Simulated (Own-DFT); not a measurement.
# One cell, two functionals

All numbers below are calculated, not measured. The program, named Own-DFT, is a retired in-house plane-wave density functional code that no person has reviewed. Each row is one single-point run on a periodic cell that was not relaxed, without spin or spin-orbit coupling.

Known limits, some of them of some rows only: forces on such cells moved up to 12 meV/angstrom on a denser k mesh; forces on such cells passed a denser k mesh, each cell not checked; stress not checked against mesh or cutoff.

Each cell was run twice at the same cutoff, k mesh and smearing, with PBE and with PBEsol, on PseudoDojo norm-conserving files made for PBE. Atoms were moved at random from their sites; u is the rms move along one axis. Files made for PBEsol would give a somewhat different change.

```
cell,atoms,volume (Å³/atom),u (Å),cutoff (hartree),P with PBE (GPa),P with PBEsol (GPa),change (GPa)
C49 TiSi2 (Si40Ti20),60,14.05,0.051,42,3.97,0.60,-3.37
C49 TiSi2 (Si40Ti20),60,14.71,0.050,42,-1.99,-5.18,-3.18
C49 TiSi2 (Si40Ti20),60,14.18,0.118,42,9.15,5.83,-3.32
diamond-structure SiGe in ordered layers (Ge8Si56),64,20.34,0.030,42,2.20,0.70,-1.50
diamond-structure SiGe in ordered layers (Ge8Si56),64,20.34,0.062,42,2.96,1.45,-1.52
diamond-structure SiGe in ordered layers (Ge8Si56),64,20.34,0.060,42,2.98,1.48,-1.51
diamond-structure SiGe with randomly placed atoms (Ge32Si32),64,21.31,0.063,42,3.57,1.27,-2.30
diamond-structure SiGe with randomly placed atoms (Ge32Si32),64,21.31,0.031,42,2.85,0.57,-2.29
diamond-structure SiGe with randomly placed atoms (Ge32Si32),64,21.31,0.032,42,2.84,0.55,-2.29
wurtzite AlGaN with randomly placed atoms (Al27Ga9N36),72,10.68,0.080,42,11.12,7.96,-3.15
wurtzite AlGaN with randomly placed atoms (Al27Ga9N36),72,10.68,0.084,42,10.38,7.24,-3.14
wurtzite AlGaN with randomly placed atoms (Al27Ga9N36),72,10.68,0.075,42,9.77,?,?
```

## Worked reading

Mean change of pressure by composition, in GPa: Si2Ti, -3.29; Al3GaN4, -3.15; GeSi, -2.29; GeSi7, -1.51. At a fixed cell PBEsol gives the lower pressure, because it favours a smaller volume than PBE. Here the change varies more between materials than between cells of one material.

## Withheld value

Question: what PBEsol pressure should the Al27Ga9N36 cell with the blank give?

Adding the mean change of the cells with its composition, -3.15 GPa, to 9.77 gives 6.6 GPa. The calculation gave 6.60 GPa.
